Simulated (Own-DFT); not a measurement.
# Response to strain: wurtzite AlGaN with randomly placed atoms, 96 atoms (Al36Ga12N48)

These are calculations, not measurements. The program, named Own-DFT, is a retired in-house plane-wave density functional code that no person has reviewed. Each row is one single-point run on a periodic cell that was not relaxed, without spin or spin-orbit coupling.

Settings of every run: PBE; PseudoDojo norm-conserving scalar-relativistic files (stringent for Ga); cutoff 96 hartree; 3 x 4 x 3 k mesh centred on Gamma; Gaussian smearing of 0.01 eV.

Known limits: k mesh not checked against a denser one; stress not checked against mesh or cutoff.

Unstrained cell vectors in Å: (12.525, 0.000, 0.000); (-4.697, 8.135, 0.000); (0.000, 0.000, 10.066). The unstrained cell has measured lattice constants (interpolated for alloys), not those of this functional. That, the random moves and any unrelaxed bonds set the pressure at no strain. Each run strains this cell uniformly, with the atoms carried along. Every atom was also moved at random, by a Gaussian of width 0.05 Å on each axis. The random placing of the alloy's atoms differs from row to row. Strain is the symmetric tensor, in per cent. Stress is positive in tension, and the pressure is minus a third of its trace.

```
run  e_xx (%)  e_yy (%)  e_zz (%)  s_xx (GPa)  s_yy (GPa)  s_zz (GPa)  P (GPa)  E (meV/atom)
  1      1.75      1.75      0.00        2.23        4.49       -4.98    -0.58           0.6
  2     -1.00     -1.00      0.00      -13.75      -11.69       -7.72    11.06          30.0
  3     -0.75     -0.75      0.00      -10.74       -9.54       -7.10     9.12           0.0
  4      2.75      2.75      0.00        9.01        7.28       -6.09    -3.40          19.8
  5      2.00      2.00      0.00        3.62        4.08       -2.29    -1.80           1.8
  6      1.00      1.00      0.00       -1.15       -1.81       -4.59     2.52          11.0
  7     -3.00     -3.00      0.00      -27.26      -28.32      -10.73    22.10          89.3
  8     -2.75     -2.75      0.00      -26.72      -24.02      -10.87    20.54          87.0
  9     -1.50     -1.50      0.00           ?           ?           ?        ?             ?
```

E is the free energy for each atom above the lowest run shown.

## Worked fit

The change of volume is close to e_xx + e_yy + e_zz. A straight line through the runs shown gives P = 7.54 - 226 x (fractional change of volume) GPa, with an error of 11 on the slope and a scatter of 1.24 GPa. The strain isn't the same on all axes and the cell isn't cubic, so the slope belongs to this path and is not the bulk modulus.

## Withheld run

Question: what pressure should run 9 give? Its volume changes by -2.98 %.

The line gives 14.3 GPa. The calculation gave 13.10 GPa.
